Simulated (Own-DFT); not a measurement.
# How HSE06 shifts the pressure of monoclinic HfO2, 94 atoms (Hf32O62), with two O vacancies

All values are computed. Each geometry was run twice at fixed positions with Own-DFT, a retired in-house plane-wave program that no person has reviewed: with PBE, and with HSE06 (exact exchange share 0.25 at short range, screening 0.11 per bohr, Gygi-Baldereschi treatment of its divergence). Both used PseudoDojo norm-conserving files made for PBE, a cutoff of 48 hartree, the Gamma point alone, fixed occupations, a neutral cell and no spin. With Gamma alone and a thickness of 10.1 Å, finite-size errors remain in every number. The hafnium file keeps the 4f electrons in the core, and its forces lie about 75 meV/Å off all-electron values. The oxygen file's force components were 24 meV/Å off all-electron values in a glass.

Unstrained cell vectors in Å: (10.234, 0.000, 0.000); (0.000, 10.350, 0.000); (-1.696, 0.000, 10.445), volume V0 = 1106.4 Å³, from measured lattice constants. Each geometry has its own random strain of a few per cent, its own defect sites and random moves of rms u per axis. HSE06 gave the energy alone. D is its energy less that of PBE, over the lowest D shown. The PBE stress wasn't checked against mesh or cutoff.

| run | V - V0 (Å³) | u (Å) | P with PBE (GPa) | D (eV) |
|---|---|---|---|---|
| 1 | 10.0 | 0.0282 | 2.65 | 1.028 |
| 2 | -22.3 | 0.0513 | 10.60 | 0.446 |
| 3 | 18.6 | 0.0496 | 1.77 | 1.437 |
| 4 | -23.7 | 0.0503 | 11.37 | 0.542 |
| 5 | 36.9 | 0.0291 | -3.53 | 1.700 |
| 6 | 3.3 | 0.0297 | 3.02 | 0.886 |
| 7 | -28.4 | 0.0309 | 9.94 | 0.233 |
| 8 | -23.6 | 0.0290 | 9.62 | 0.242 |
| 9 | -40.7 | 0.0482 | 15.99 | 0.000 |
| 10 | -12.8 | 0.0304 | 7.38 | 0.446 |
| 11 | 4.6 | 0.0514 | 4.17 | 1.131 |
| 12 | 39.8 | 0.0302 | -4.36 | 1.843 |
| 13 | -34.2 | 0.0497 | 12.86 | ? |

## Analysis

D = 0.72 + 0.0240 (V - V0) + 118 u² eV, with an error of 0.0007 on the volume slope, 21 on the last term and a scatter of 0.06 eV. Pressure is -dE/dV, and 1 eV/Å³ is 160.2 GPa, so HSE06 changes the pressure by -3.8 ± 0.1 GPa. With the ions held to the strained lattice, the PBE pressure falls by 247 ± 9 GPa per unit of volume strain; the shape of the strain isn't fitted, so the true error is larger, and a relaxed crystal would be softer. On that slope HSE06's volume at a given pressure is about 1.6 % smaller, or 0.5 % in lengths. At u = 0 and V0 the PBE pressure is 3.6 GPa, which puts the zero-pressure volume, against the measured cell and with the defects in, at +1.4 % for PBE and -0.1 % for HSE06, each good to a few tenths of a per cent.

## Prediction

Question: what D should run 13 give?

Estimate: 0.19 eV, with rows scattering by 0.06. Computed: 0.230 eV.
